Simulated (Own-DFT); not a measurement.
# Which defects push the lattice out? 4H SiC

No measurement is shown. These are fixed-geometry runs of a retired plane-wave code named Own-DFT, which no person has reviewed; spin and spin-orbit coupling are neglected.

Method: PBE; PseudoDojo norm-conserving scalar-relativistic files; cutoff 42 hartree; 4 x 4 x 3 k mesh centred on Gamma; Fermi-Dirac smearing of 0.1 eV.

Caveats (not all hold for every row): some atoms lie very close together; not probed for a lower state with spin; forces on such cells passed a denser k mesh, each cell not checked; stress not checked against mesh or cutoff.

All runs share one cell, with vectors in Å (9.248, 0.000, 0.000); (-4.624, 8.009, 0.000); (0.000, 0.000, 10.068) and a volume of 745.7 Å³. Atoms were moved at random from their sites; u is the rms move along one axis. The defect's site can differ from row to row.

| cell | formula | u (Å) | P (GPa) |
|---|---|---|---|
| no defect | C36Si36 | 0.0303 | 3.74 |
| no defect | C36Si36 | 0.0590 | 5.60 |
| no defect | C36Si36 | 0.0615 | 6.28 |
| one C on a Si site | C37Si35 | 0.0479 | 2.94 |
| one C on a Si site | C37Si35 | 0.0497 | 3.27 |
| one C on a Si site | C37Si35 | 0.0518 | 3.38 |
| two N on a C site each | C34N2Si36 | 0.0301 | 2.68 |
| two N on a C site each | C34N2Si36 | 0.0329 | 2.80 |
| two N on a C site each | C34N2Si36 | 0.0466 | 3.60 |
| two N on a C site each | C34N2Si36 | 0.0469 | ? |
| one C on a Si site and one Si on a C site | C36Si36 | 0.0307 | 7.26 |
| one C on a Si site and one Si on a C site | C36Si36 | 0.0514 | 9.22 |
| one C on a Si site and one Si on a C site | C36Si36 | 0.0535 | 9.74 |
| two Al on a Si site each | Al2C36Si34 | 0.0282 | 5.68 |
| two Al on a Si site each | Al2C36Si34 | 0.0324 | 5.89 |
| two Al on a Si site each | Al2C36Si34 | 0.0507 | 7.24 |

## Analysis

P = P0 + c u² + a shift for each defect gives P0 = 2.70 GPa, c = 919 ± 70 GPa/Å² and a scatter of 0.22 GPa. The shifts, and each times the cell's volume:

- one C on a Si site and one Si on a C site: 4.07 ± 0.19 GPa, 18.9 eV
- two Al on a Si site each: 2.22 ± 0.20 GPa, 10.3 eV (5.2 eV for each of its 2 sites)
- two N on a C site each: -0.95 ± 0.20 GPa, -4.4 eV (-2.2 eV for each of its 2 sites)
- one C on a Si site: -1.79 ± 0.18 GPa, -8.3 eV

A positive shift means that the defect pushes the cell outwards. Shift times volume (160.2 GPa Å³ is 1 eV) depends little on the cell's size, so, taken for each site, it can be compared between cells at like pressure. The atoms around the defects weren't relaxed, which would change these numbers.

## Prediction

Question: what pressure belongs in the blank (two N on a C site each, u = 0.0469 Å)?

Estimate: 3.78 ± 0.26 GPa. DFT gave 4.04 GPa.
